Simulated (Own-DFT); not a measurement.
# Response to strain: wurtzite AlN, 72 atoms (Al36N36)

Calculated results; nothing here was measured. They come from Own-DFT, an in-house plane-wave density functional program, since retired, whose code no person has reviewed. Each row is one single-point run on a periodic cell that was not relaxed, without spin or spin-orbit coupling.

Settings of every run: PBE; PseudoDojo norm-conserving scalar-relativistic files; cutoff 42 hartree; 4 x 4 x 3 k mesh centred on Gamma; Gaussian smearing of 0.01 eV.

Known limits: k mesh not checked against a denser one; stress not checked against mesh or cutoff.

Unstrained cell vectors in Å: (9.336, 0.000, 0.000); (-4.668, 8.085, 0.000); (0.000, 0.000, 9.964). The unstrained cell has measured lattice constants (interpolated for alloys), not those of this functional. That, the random moves and any unrelaxed bonds set the pressure at no strain. Each run strains this cell uniformly, with the atoms carried along. Every atom was also moved at random, by a Gaussian of width 0.05 Å on each axis. Strain is the symmetric tensor, in per cent. Stress is positive in tension, and the pressure is minus a third of its trace.

```
run,e_xx (%),e_yy (%),e_zz (%),e_yz (%),e_xz (%),e_xy (%),s_xx (GPa),s_yy (GPa),s_zz (GPa),s_yz (GPa),s_xz (GPa),s_xy (GPa),P (GPa),E (meV/atom)
1,-0.28,1.73,-0.04,0.95,1.20,-0.15,-5.33,1.33,-4.85,1.77,2.54,0.54,2.95,22.0
2,0.16,-1.62,-0.36,-0.98,-0.43,0.90,-7.13,-14.93,-9.16,-1.94,-1.92,3.20,10.41,50.8
3,0.95,-1.93,-1.13,0.41,0.36,-0.16,-3.24,-14.08,-14.33,0.48,0.68,-0.22,10.55,38.6
4,1.74,1.11,0.23,1.97,-0.14,-0.01,3.11,2.29,-2.00,4.60,-0.95,-0.28,-1.13,0.0
5,-1.73,-0.50,-0.87,0.73,-0.15,-1.41,-13.59,-12.98,-13.90,2.42,0.00,-2.95,13.49,67.3
6,0.08,-1.46,1.57,1.48,0.03,1.84,-7.05,-10.95,1.39,2.98,-0.08,6.65,5.54,28.8
7,0.31,-1.41,0.18,1.59,0.25,-0.86,-5.81,-12.59,-6.34,4.64,0.38,-4.63,8.25,36.2
8,0.43,-0.14,-1.54,0.53,0.58,1.49,-4.75,-7.59,-15.37,0.46,1.69,6.19,9.23,57.3
9,-1.69,0.33,-0.30,0.22,-1.40,-1.66,-13.60,-6.16,-9.35,0.20,-4.86,-5.16,9.70,42.2
10,-0.23,-0.84,0.50,-1.90,-0.36,-1.86,-7.35,-10.14,-3.05,-4.43,0.49,-6.67,6.85,27.4
11,-1.29,-0.55,1.75,1.18,1.37,-0.75,-11.40,-9.29,1.77,3.04,2.71,-0.77,6.31,29.2
12,-0.60,0.05,-0.88,1.17,-0.48,0.93,-13.10,-6.51,-7.49,3.07,0.08,4.94,9.04,45.2
13,-1.05,-1.34,1.67,-1.70,1.77,0.95,-12.29,-10.92,-0.22,-3.93,4.31,3.47,7.81,41.1
14,0.07,-1.88,-1.33,1.81,1.13,-1.38,-10.08,-16.97,-12.06,5.19,3.46,-3.69,13.04,48.8
15,-1.43,0.38,-1.84,-0.25,-1.36,-0.29,-15.17,-8.41,-12.95,-1.32,-3.76,-0.34,12.18,53.6
16,1.54,-1.02,1.87,0.30,-0.51,-0.80,1.19,-5.40,2.05,0.65,-1.44,-2.37,0.72,8.7
17,1.13,1.28,0.39,0.02,1.05,0.37,1.44,0.91,-3.49,1.18,2.84,2.97,0.38,23.9
18,0.83,0.44,-1.05,-1.34,-1.61,1.92,?,?,?,?,?,?,?,?
```

E is the free energy for each atom above the lowest run shown.

## Worked fit

Each stress component was fitted by least squares to a constant and the strains of the runs shown, as fractions, with shears doubled. Shear strains stay in the fit of a normal stress only where such slopes are resolved. The slopes, in GPa:

```
stress  at no strain  per e_xx  per e_yy  per e_zz  scatter
  s_xx          -6.3  482 ± 32  106 ± 30   72 ± 29     1.35
  s_yy          -6.0  149 ± 22  468 ± 21  119 ± 20     0.93
  s_zz          -5.9   41 ± 41   90 ± 38  477 ± 37     1.74
```

Each shear stress against twice its own strain: yz 120 ± 7, xz 133 ± 12, xy 177 ± 11 GPa. These are stiffnesses along x, y and z of the frame in which the cell vectors are given, which need not be the crystal's axes. The atoms are held to the strained lattice; where symmetry lets them move under strain, relaxing them would lower some slopes. The table should be nearly symmetric about its diagonal, and what it lacks of that shows the noise. A ninth of its sum, 223 ± 4 GPa, estimates the bulk modulus near the mean pressure of these runs, 7.4 GPa, so it lies above the value at zero pressure.

## Withheld run

Question: what normal stresses and pressure should run 18 give?

The fit gives s_xx = -2.6, s_yy = -4.0, s_zz = -10.2 and P = 5.6 GPa. The calculation gave -2.89, -5.25, -8.37 and P = 5.50 GPa.
